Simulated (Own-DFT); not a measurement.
# One trend across several semiconductors

No measurement is shown. These are fixed-geometry runs of a retired plane-wave code named Own-DFT, which no person has reviewed; spin and spin-orbit coupling are neglected.

Limits (not all hold for every row): forces on such cells moved up to 12 meV/angstrom on a denser k mesh; forces not confirmed at this smearing and k mesh; k mesh not checked against a denser one; forces on such cells passed a denser k mesh, each cell not checked; stress not checked against mesh or cutoff.

All runs are PBE with PseudoDojo norm-conserving files; cutoff and k mesh are each material's own. Every cell starts from measured lattice constants and was given uniform random strains and small random moves of its atoms. Each triple is the change of volume in per cent, the rms move u in Å and the pressure in GPa.

- 3C SiC (C48Si48), 10.36 Å³/atom unstrained: (-3.87, 0.051, 15.63); (-0.61, 0.049, 6.87); (1.56, 0.049, 2.10); (2.05, 0.050, 1.39); (2.33, 0.052, 0.46); (2.34, 0.048, 0.76); (3.41, 0.048, -1.45)
- wurtzite AlN (Al36N36), 10.45 Å³/atom unstrained: (-2.40, 0.050, 10.96); (-1.59, 0.050, 9.29); (-0.52, 0.051, 7.32); (0.19, 0.053, 5.66); (1.30, 0.052, 3.24); (1.86, 0.051, 2.18); (2.58, 0.049, 0.61)
- wurtzite GaN (Ga36N36), 11.42 Å³/atom unstrained: (-3.30, 0.052, 14.49); (-2.29, 0.050, 11.63); (-0.98, 0.048, 9.24); (-0.12, 0.049, 7.22); (0.35, 0.049, 6.67); (2.49, 0.048, 2.50); (2.91, 0.053, 1.93)
- zincblende GaP (Ga32P32), 20.24 Å³/atom unstrained: withheld
- zincblende GaAs (As32Ga32), 22.58 Å³/atom unstrained: (-3.20, 0.050, 7.08); (-3.06, 0.050, 6.98); (-1.05, 0.048, 5.02); (-0.24, 0.045, 4.03); (1.18, 0.045, 3.20); (1.83, 0.049, 2.69); (2.08, 0.052, 2.58)
- grey tin (Sn64), 34.15 Å³/atom unstrained: (-2.67, 0.047, 5.14); (-1.23, 0.050, 4.38); (-1.09, 0.049, 4.26); (-1.04, 0.050, 4.30); (0.29, 0.048, 3.59); (0.43, 0.053, 3.51); (1.26, 0.048, 3.14)

## What the rows give

Fit a line to each set against the fractional change of volume; B is minus its slope, and u is nearly the same within a set. To take it to zero pressure, assume that B rises by 4 GPa for each GPa: B0 = B - 4 x (mean pressure). The bond length of an ideal tetrahedral crystal with the unstrained volume v is d = (√3/4)(8 v)^(1/3). Cohen's empirical rule reads B0 = (1971 - 220 L) d^(-3.5) GPa, with L = 0 for group IV crystals and SiC and 1 for III-V compounds.

| material | L | d (Å) | B (GPa) | mean P (GPa) | B0 (GPa) | rule (GPa) |
|---|---|---|---|---|---|---|
| 3C SiC (C48Si48) | 0 | 1.888 | 235 ± 7 | 3.7 | 221 ± 7 | 213 |
| wurtzite AlN (Al36N36) | 1 | 1.893 | 208 ± 2 | 5.6 | 186 ± 2 | 188 |
| wurtzite GaN (Ga36N36) | 1 | 1.950 | 198 ± 7 | 7.7 | 168 ± 7 | 169 |
| zincblende GaP (Ga32P32) | 1 | 2.360 | ? | ? | ? | 87 |
| zincblende GaAs (As32Ga32) | 1 | 2.448 | 87 ± 4 | 4.5 | 68 ± 4 | 76 |
| grey tin (Sn64) | 0 | 2.810 | 51 ± 1 | 4.0 | 35 ± 1 | 53 |

A line through ln[B0/(1971 - 220 L)] against ln d has a slope of -4.4 ± 0.2 and a scatter of 7 %. Against the rule, B0 stands at 103 % for 3C SiC, 99 % for wurtzite AlN, 99 % for wurtzite GaN, 90 % for zincblende GaAs, 66 % for grey tin. PBE tends to make silicon and heavier crystals too soft, and the rule itself is only a guide.

## Withheld run

Q: what B0 does the fitted trend give for zincblende GaP (Ga32P32)?

Estimate: 72 GPa. Its own runs give B = 91 ± 3 GPa at a mean pressure of 3.1 GPa, so B0 = 78 GPa.
